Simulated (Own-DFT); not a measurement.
## Calculated data, Al₃₂O₄₇ (corundum with one vacancy, atoms displaced), Al₃₁GaO₄₈ (corundum with substituted atoms, atoms displaced)

All values are calculated (Own-DFT development build). A calculation, not a measurement: plane-wave PBE density functional theory by an unreviewed code, no spin, of a simulated periodic cell, stress positive in tension, free energy of the whole cell less one offset for each atom, defect cell not probed for a lower state with spin; oxygen file: force components 24 meV/angstrom off all-electron in one glass; forces on such cells passed a denser k mesh, this cell's mesh not checked; offsets are fitted by least squares, one for each functional and potential file, so energies compare only between cells with the same atoms and settings and are not formation energies; the far tail of each file's local potential was reset to the Coulomb form; each entry is a single point on an unrelaxed cell, so the pressure reflects the starting lattice, mostly measured values, from which strain is counted, and rises with the displacements; printed positions are rounded, which can move forces by about a meV/angstrom; the program is a retired in-house code; no spin-orbit coupling; before rounding, a Quantum ESPRESSO 7.3.1 run of the same cell and cutoff gave forces within 1 meV/angstrom rms on each cell, which checks the program and not the settings.

Common to all runs: functional PBE; potential files PseudoDojo norm-conserving, scalar-relativistic, standard set; wave cutoff 72 hartree; occupations Fermi-Dirac; smearing width 0.1 eV; k mesh 3 x 3 x 3 centred on Gamma.

(1) 
```xyz
79
Lattice="5.4940 0.0000 8.6604 -2.7470 4.7579 8.6604 -2.7470 -4.7579 8.6604" Properties=species:S:1:pos:R:3:force_x:R:1:force_y:R:1:force_z:R:1 formula=Al32O47 free_energy_of_cell_above_offsets=-43.986 pressure=13.21 stress_xx=-14.71 stress_yy=-10.66 stress_zz=-14.26 stress_yz=0.92 stress_xz=-1.03 stress_xy=0.51
Al     0.0591     0.1070     4.6047     -0.949     -0.989      0.071
Al     0.1502    -0.0435     8.4313     -3.834      1.538     -0.272
Al    -0.0380    -0.0250    10.9092     -0.477      1.249      4.946
Al    -0.0218     0.0399     1.9356       0.34     -0.844      1.202
O     -0.0540     1.6015     7.5181      -1.78      -0.19      0.847
O      1.4459    -0.5896     7.5272      2.367     -1.797     -0.669
O     -1.3980    -0.7600     7.5671      4.425     -3.826      2.679
O      0.1174    -1.5538     5.5219     -0.377      0.347      -1.16
O     -1.5646     0.6985     5.4002      2.457      1.616      1.246
O      1.3536     1.0422     5.4139      0.961     -1.963      0.446
Al    -1.2370    -2.4311     8.9911     -2.354      1.802     -0.814
Al    -1.2763    -2.3291    12.8190     -0.184      1.283     -1.109
Al    -1.3414    -2.5087    15.4574      0.125      4.308     -0.174
Al    -1.5169    -2.3880     6.2767      3.947      0.596     -1.597
O     -1.5437    -0.7629    11.9081       0.73      0.524     -0.503
O      0.0743    -3.1853    11.9612      0.852     -0.209      -1.43
O     -2.7260    -3.2364    11.8910      0.937     -1.998      0.786
O     -1.2884    -4.1396     9.7263     -0.096      1.823       0.28
O     -2.7922    -1.6403     9.8271      0.088     -0.628      -1.69
O      0.0219    -1.4577     9.7470      1.035     -0.741     -0.408
Al    -1.3952     2.2709     8.8419      0.334      0.763      -0.05
Al    -1.3290     2.4989    12.7447       0.16     -3.728      0.168
Al    -1.3516     2.4993    15.3949     -0.353      -1.33     -1.527
Al    -1.3354     2.4036     6.1822     -0.754     -0.431      0.258
O     -1.3671     3.9975    11.7845     -1.678      1.145       0.61
O      0.1723     1.6777    11.8440     -1.134      0.451     -0.057
O     -2.7068     1.4806    11.8264     -0.875      1.098       0.09
O     -1.2242     0.6595     9.7062     -0.891      0.817     -0.543
O     -2.9833     3.1493     9.7315      2.379      0.819      -0.84
O      0.0665     3.1484     9.6133     -1.459      2.798       0.36
Al    -2.9447    -0.1014    13.2117      6.785      1.545     -0.205
Al    -2.8290     0.1390    17.2153      2.527     -4.183     -4.539
Al    -2.6846    -0.0015    19.6149      0.141      0.325      2.882
Al    -2.8150     0.0750    10.6046      2.658     -1.021      0.966
O     -2.7988     1.6634    16.3045     -1.225      1.086     -0.017
O     -1.1867    -0.8470    16.3033      -2.19      1.375     -0.292
O     -4.1752    -0.8660    16.2524      0.384     -0.723     -0.122
O     -2.6093    -1.6396    14.0843     -1.081      -0.31       0.25
O     -4.2360     0.6418    13.9650     -2.694      2.606      3.061
O     -1.3937     1.0179    14.0897     -0.803     -0.677     -0.126
Al     2.7757     0.1717     9.0403     -0.152     -2.675     -1.514
Al     2.9225    -0.1578    12.8744     -6.214      4.701     -0.861
Al     2.8377    -0.0434    15.5538     -5.896      3.527     -2.945
Al     2.7648     0.1723     6.3153       0.42     -3.102     -1.194
O      2.7441     1.6223    11.8716      0.018      0.565      0.067
O      4.2177    -0.7813    12.0289      2.944     -0.752     -2.981
O      1.2276    -0.8370    11.9680      2.431     -2.399     -1.345
O      2.9298    -1.8090     9.7348     -2.714      3.427      -1.77
O      1.2531     0.6901     9.7754      0.742      0.267     -0.791
O      4.0853     1.0605     9.8275      1.565      -2.79     -1.528
Al     1.4545    -2.3176    13.3472       -3.1     -0.404     -1.994
Al     1.3990    -2.4279    17.1001      0.274        2.3     -0.092
Al     1.4766    -2.3786    19.6781     -2.261      1.682      2.207
Al     1.4630    -2.2727    10.6120     -1.776     -1.058      1.984
O      1.1387    -0.9114    16.2145      2.776      2.602      0.076
O      2.9466    -2.9804    16.1949     -1.683     -2.319      1.953
O      0.0499    -3.3251    16.2919     -0.228      0.155      0.284
O      1.4944    -3.9539    14.1407       0.38     -0.178     -0.046
O     -0.0891    -1.6343    14.0925     -0.311     -0.781      0.439
O      2.7115    -1.4301    14.1083      1.772     -1.204      1.222
Al     1.4448     2.6356    13.1722     -3.515     -8.838      -1.06
Al     1.4324     2.2531    17.0648     -0.466      0.782     -2.328
Al     1.3396     2.4851    19.5493      2.143     -2.757      5.188
Al     1.3012     2.4457    10.6255      2.456     -2.982     -0.011
O      1.1911     4.0379    16.2100      0.932      0.061      1.227
O     -0.0981     1.4855    16.1774      2.235     -0.078      2.166
O      1.4352     0.6174    13.9173      0.519      1.448      2.606
O     -0.0165     3.1075    14.0008     -2.097      2.549       1.44
O      2.5986     3.3327    14.0331      5.803       1.97      3.623
Al    -0.0805    -0.0539    17.6002      1.636     -0.426     -1.883
Al     0.0194    -0.0265    21.3309      0.065      1.739      0.757
Al    -0.0199     0.0079    24.0801     -0.614     -0.455     -0.727
Al    -0.0264     0.0493    15.0293      0.068     -0.472     -3.358
O     -0.1633     1.6503    20.6073      0.757       0.71     -0.861
O      1.5254    -0.6829    20.5812     -2.028     -1.488     -1.693
O     -1.2430    -0.9886    20.5366     -1.615      3.404     -2.358
O      0.0841    -1.6340    18.3280      0.366      -1.19      2.153
O     -1.4245     0.7722    18.3415     -2.289       0.33      2.024
O      1.4243     0.8965    18.3803     -1.786     -0.196      -1.08
```

Units: free_energy_of_cell_above_offsets in eV; pressure, stress_xx, stress_yy, stress_zz, stress_yz, stress_xz, stress_xy in GPa; force_x, force_y, force_z in eV/Å.

(2) 
```xyz
80
Lattice="5.4940 0.0000 8.6604 -2.7470 4.7579 8.6604 -2.7470 -4.7579 8.6604" Properties=species:S:1:pos:R:3:force_x:R:1:force_y:R:1:force_z:R:1 formula=Al31GaO48 free_energy_of_cell_above_offsets=-52.954 pressure=10.79 stress_xx=-10.37 stress_yy=-11.94 stress_zz=-10.08 stress_yz=0.75 stress_xz=-1.02 stress_xy=0.17
Al     0.0505    -0.0354     4.5906     -0.784      0.668      0.738
Al    -0.0121     0.0151     8.3533     -0.133       1.29      0.735
Al    -0.0002    -0.0624    11.0572     -0.483      2.403      0.376
Al    -0.0273     0.0182     2.0326     -0.406       0.36     -1.678
O     -0.0723     1.6451     7.5170     -0.371     -0.348       0.46
O      1.5068    -0.7381     7.5466     -0.524     -0.147      0.822
O     -1.3981    -0.9038     7.5716      0.459      -0.89      0.575
O      0.1891    -1.6440     5.4837     -1.287      0.292     -0.599
O     -1.4928     0.7041     5.3975      0.281     -0.628     -0.216
O      1.3202     0.8901     5.4826      0.144      0.694     -1.009
Al    -1.3241    -2.4038     8.9454     -1.057      2.526      -0.68
Al    -1.4022    -2.3534    12.7992      0.515      0.059     -0.424
Al    -1.3557    -2.3440    15.3649     -0.182     -1.252      0.486
Al    -1.4037    -2.3844     6.3032      1.587     -0.465     -0.216
O     -1.4969    -0.7808    11.8774     -0.232      0.343      0.584
O      0.1587    -3.0220    11.9815     -1.974     -2.254     -1.846
O     -2.7195    -3.2616    11.9944     -0.798     -1.271     -1.242
O     -1.2854    -3.9639     9.6893      0.017     -2.017      1.951
O     -2.8586    -1.6355     9.7829      0.705     -0.732     -1.216
O      0.0949    -1.3657     9.7197     -3.371     -0.302     -1.843
Al    -1.3426     2.4884     8.8585      -0.74     -4.231      0.677
Al    -1.4076     2.3383    12.7956      2.244      0.287     -0.605
Al    -1.2684     2.3632    15.4124     -2.096      0.858     -1.401
Al    -1.3644     2.3293     6.2129     -1.486     -0.178      0.858
O     -1.5294     4.0231    11.8714      0.524      0.083      0.394
O      0.1288     1.5571    11.9441     -0.597      0.711     -0.312
O     -2.6663     1.4538    11.9330     -2.374     -0.287     -0.754
O     -1.3066     0.7519     9.7504      0.899     -0.434     -0.591
O     -2.7835     3.0174     9.7671     -1.939      2.503      1.037
O     -0.0164     3.2150     9.6988      0.164      2.956       0.76
Al    -2.8066     0.0378    13.2201      0.738     -1.023     -0.056
Al    -2.8614     0.0378    17.0375      2.257     -1.441     -0.097
Al    -2.8557     0.0274    19.6515      2.254     -0.095      1.614
Al    -2.7472     0.0008    10.5644      0.464      0.266      0.147
O     -2.8586     1.6100    16.2354     -0.164      1.312     -0.064
O     -1.2388    -0.8213    16.2250     -0.819      2.371      0.636
O     -4.1277    -0.9964    16.3393     -0.531      3.144     -2.314
O     -2.7438    -1.6580    14.1480      2.631      1.466     -1.802
O     -4.2297     0.6870    14.1035      -0.12       1.15      0.391
O     -1.4222     0.9922    14.0763      0.391     -2.447       0.74
Al     2.7327    -0.0038     8.9167      0.032      2.371     -0.443
Al     2.7747    -0.1030    12.7403     -0.527      2.348     -0.014
Al     2.7400    -0.0401    15.3813     -0.407      1.411      0.441
Al     2.6344     0.0428     6.3203      2.834      -0.98     -1.617
O      2.6463     1.6822    11.9031      0.413      -1.59      0.282
O      4.2140    -0.7646    11.8482      0.283      0.569      0.985
O      1.3361    -0.8897    11.9683      1.133     -0.411     -0.019
O      2.8077    -1.5703     9.7222      3.009     -0.611     -0.289
O      1.2009     0.7893     9.6981      1.171     -0.718      -0.39
O      4.1057     0.9733     9.7972      0.489     -1.602     -0.548
Al     1.3872    -2.4237    13.2006      0.146     -0.225      0.371
Al     1.4269    -2.3724    17.0359     -1.519     -0.404      1.005
Al     1.3190    -2.3704    19.6434      0.393     -0.263      1.696
Ga     1.3669    -2.3232    10.4604      0.506     -2.482      2.466
O      1.1754    -0.7852    16.2476      1.535      1.393     -1.157
O      2.8189    -3.1296    16.2945      1.882     -0.126     -1.089
O      0.0824    -3.3222    16.1676     -1.095      0.871      0.864
O      1.4406    -4.0759    14.0118      0.259      0.259      0.636
O     -0.0989    -1.6937    14.0387     -0.741      1.046      0.851
O      2.8296    -1.4845    14.1163      -1.58     -0.105      -1.11
Al     1.4138     2.3506    13.2086      0.057     -0.302     -0.768
Al     1.3824     2.4404    17.0855      0.817      -0.58     -0.804
Al     1.4046     2.4278    19.6857      0.092     -2.402      0.358
Al     1.3325     2.4527    10.5014      0.825     -2.122      1.804
O      1.2644     4.1120    16.2249      0.025     -1.518      0.957
O      2.9142     1.7499    16.2897     -1.105     -1.964     -1.816
O     -0.0536     1.5004    16.2520       1.89     -1.392      0.957
O      1.5287     0.6921    14.0487     -0.505     -0.371       1.24
O     -0.0714     3.0015    14.0031     -0.623      1.837      1.526
O      2.7551     3.3476    14.0568      0.313     -1.027      0.547
Al    -0.0276    -0.0365    17.5238       0.52     -0.131      0.302
Al    -0.0028    -0.0515    21.3257     -0.708     -0.309      1.055
Al     0.0242     0.0202    24.0260     -1.133     -0.979     -0.372
Al    -0.0158     0.0086    14.8629      0.085     -0.338     -0.235
O     -0.1078     1.5979    20.6148      1.468      1.195     -1.264
O      1.4635    -0.7884    20.5364      0.614      1.514      0.283
O     -1.3179    -1.0267    20.5445     -1.783      1.782      -1.14
O      0.1322    -1.7003    18.3968     -0.601      1.296     -1.047
O     -1.5066     0.6825    18.3765     -0.449     -0.537     -0.139
O      1.4450     0.9211    18.3135     -1.819      0.299      0.623
```

Units: free_energy_of_cell_above_offsets in eV; pressure, stress_xx, stress_yy, stress_zz, stress_yz, stress_xz, stress_xy in GPa; force_x, force_y, force_z in eV/Å.

(3) 
```xyz
80
Lattice="5.4940 0.0000 8.6604 -2.7470 4.7579 8.6604 -2.7470 -4.7579 8.6604" Properties=species:S:1:pos:R:3 formula=Al31GaO48
Al    -0.0189     0.0255     4.5755
Al     0.0433    -0.0042     8.3997
Al     0.0371     0.0580    11.0577
Al    -0.0474     0.0048     1.8591
O     -0.0837     1.6615     7.5874
O      1.4571    -0.6832     7.5944
O     -1.3569    -0.9102     7.5567
O      0.1407    -1.6313     5.4703
O     -1.4510     0.7393     5.4807
O      1.3567     0.9121     5.4194
Al    -1.3646    -2.4231     8.9069
Al    -1.4145    -2.3986    12.7738
Al    -1.3668    -2.4081    15.3817
Ga    -1.3166    -2.3568     6.2195
O     -1.4644    -0.6761    11.8655
O      0.1038    -3.1115    11.9011
O     -2.6897    -3.2256    11.9251
O     -1.2466    -4.0429     9.7478
O     -2.8204    -1.6347     9.7254
O      0.0392    -1.4810     9.7133
Al    -1.4016     2.3343     8.8951
Al    -1.4251     2.3561    12.6891
Al    -1.3667     2.3950    15.4186
Al    -1.3936     2.3709     6.2737
O     -1.5015     4.0392    11.9698
O      0.0937     1.6552    11.8869
O     -2.7428     1.4912    11.9577
O     -1.2559     0.7332     9.7490
O     -2.9292     3.1289     9.7552
O      0.0229     3.2990     9.7815
Al    -2.7262     0.0083    13.2671
Al    -2.7258    -0.0388    17.1007
Al    -2.7253    -0.0080    19.7599
Al    -2.7541     0.0196    10.6180
O     -2.8941     1.7030    16.2400
O     -1.2513    -0.6949    16.2485
O     -4.1027    -0.8872    16.2621
O     -2.6337    -1.6610    14.0551
O     -4.2139     0.7180    14.0980
O     -1.3883     0.9126    14.0410
Al     2.7616     0.0023     8.9605
Al     2.7477    -0.0522    12.7504
Al     2.7502    -0.0130    15.4052
Al     2.7159     0.0174     6.2141
O      2.6280     1.6924    11.8668
O      4.2151    -0.7945    11.9159
O      1.3630    -0.9130    11.8618
O      2.8368    -1.6440     9.7721
O      1.2525     0.7337     9.7134
O      4.1185     0.9462     9.7523
Al     1.4101    -2.3533    13.2518
Al     1.3712    -2.3811    17.0919
Al     1.3721    -2.3362    19.7520
Al     1.3244    -2.3930    10.5437
O      1.2640    -0.7570    16.2125
O      2.9129    -3.0659    16.2422
O     -0.0666    -3.3572    16.2308
O      1.4909    -4.0565    14.0325
O     -0.1367    -1.7138    14.0440
O      2.7398    -1.4675    14.0682
Al     1.2875     2.3741    13.2107
Al     1.3494     2.3760    17.0784
Al     1.4475     2.4492    19.7092
Al     1.3382     2.4567    10.5480
O      1.2995     3.9904    16.2568
O      2.8956     1.6504    16.2014
O      0.0278     1.4476    16.1931
O      1.5151     0.7689    14.0616
O     -0.1091     3.1219    14.0957
O      2.7642     3.2496    14.0516
Al     0.0218    -0.0310    17.5584
Al     0.0084    -0.0896    21.4161
Al     0.0116    -0.0537    24.0377
Al    -0.0168     0.0082    14.8914
O     -0.1383     1.6353    20.5730
O      1.4973    -0.7343    20.5897
O     -1.3966    -0.9235    20.5628
O      0.1278    -1.6971    18.3971
O     -1.4993     0.6870    18.4739
O      1.3744     0.9691    18.4110
```

**Q.** Estimate the stress xx of Al₃₁GaO₄₈ (corundum with substituted atoms, atoms displaced) (entry 3).
**A.** -9.52 GPa

**Q.** Estimate the stress zz of Al₃₁GaO₄₈ (corundum with substituted atoms, atoms displaced) (entry 3).
**A.** -8.06 GPa

Further results for Al₃₁GaO₄₈ (corundum with substituted atoms, atoms displaced) (entry 3):

| Item | Value |
| --- | --- |
| free energy of cell above offsets | -56.149 eV |
| pressure | 9.16 GPa |
| stress yy | -9.9 GPa |
| stress yz | -0.33 GPa |
| stress xz | -0.81 GPa |
| stress xy | -0.17 GPa |

Force:
```
element  x (eV/Å)  y (eV/Å)  z (eV/Å)
     Al     0.493    -0.342     0.161
     Al    -1.164    -0.072     0.324
     Al    -0.448    -1.177     -0.44
     Al     1.404     0.729     0.989
      O    -0.457     0.346     0.106
      O     1.355     -1.34     -0.79
      O    -0.142     1.229     1.061
      O     1.686     1.054    -1.868
      O    -0.278    -0.783    -1.383
      O     -0.22     0.107    -0.199
     Al     0.166     0.996    -0.307
     Al     1.854     1.021    -0.567
     Al    -0.305     0.411     0.213
     Ga    -1.356    -0.505     0.188
      O     -0.35    -0.571     0.841
      O     -0.36     0.134     0.256
      O    -2.123    -1.658    -1.046
      O    -0.471    -0.495     0.257
      O    -0.874     0.157     0.496
      O    -0.864     0.514     -0.23
     Al     0.586     0.546     0.015
     Al     1.155     0.953     1.442
     Al    -0.216     0.348    -0.055
     Al     0.837     0.103     -0.25
      O    -0.004     0.038    -0.992
      O    -0.026     0.636     0.444
      O    -1.163    -0.624    -1.212
      O    -0.313     0.244    -0.058
      O     1.604    -0.307    -0.684
      O    -1.646     0.211    -1.132
     Al    -0.458    -0.467    -0.435
     Al    -0.355     1.098     0.021
     Al    -1.067     0.843     0.195
     Al     0.613    -0.427    -0.426
      O     2.269      -1.8     1.224
      O     0.104    -0.715    -0.363
      O    -0.244    -0.993    -0.097
      O    -0.196     0.204     0.561
      O    -0.185    -1.684    -0.884
      O     0.744     0.368     0.693
     Al    -0.639    -0.199    -0.996
     Al    -0.455     1.235    -0.339
     Al     0.411    -0.053     0.025
     Al     0.587    -0.188      0.69
      O    -0.008    -0.944     0.666
      O     0.469     2.297     0.762
      O     0.425     0.215     0.896
      O     0.267     0.033    -0.612
      O     0.068     0.655     0.721
      O     0.064    -0.234    -0.026
     Al    -0.693    -1.439    -1.311
     Al     0.555    -0.434    -0.675
     Al     0.357    -0.638    -0.169
     Al     0.834     -0.14     1.371
      O    -0.308     0.323     0.161
      O    -2.069    -1.403     0.584
      O     1.612     0.853     0.491
      O    -0.108    -0.162     0.859
      O     0.412     1.267     0.772
      O    -0.804     1.382    -0.455
     Al     1.214    -0.056     -0.02
     Al     0.075     -0.16    -0.213
     Al    -2.381     -2.33     0.461
     Al     1.371     -1.89     0.726
      O    -0.422     0.659    -0.171
      O    -0.892      0.32     1.148
      O     -0.28     0.035     0.562
      O    -0.593    -0.981     0.165
      O    -0.277    -0.361    -0.206
      O    -0.382      0.54     0.042
     Al    -0.226     0.543     0.243
     Al    -0.342      1.85    -0.138
     Al    -0.151     1.357     0.273
     Al     0.343    -0.344    -0.199
      O     0.908     0.027    -0.079
      O     0.162     0.383    -0.332
      O     0.413    -0.471     0.358
      O    -0.058     1.135    -0.387
      O     0.824    -0.164    -1.489
      O     0.137    -0.845    -0.228
```
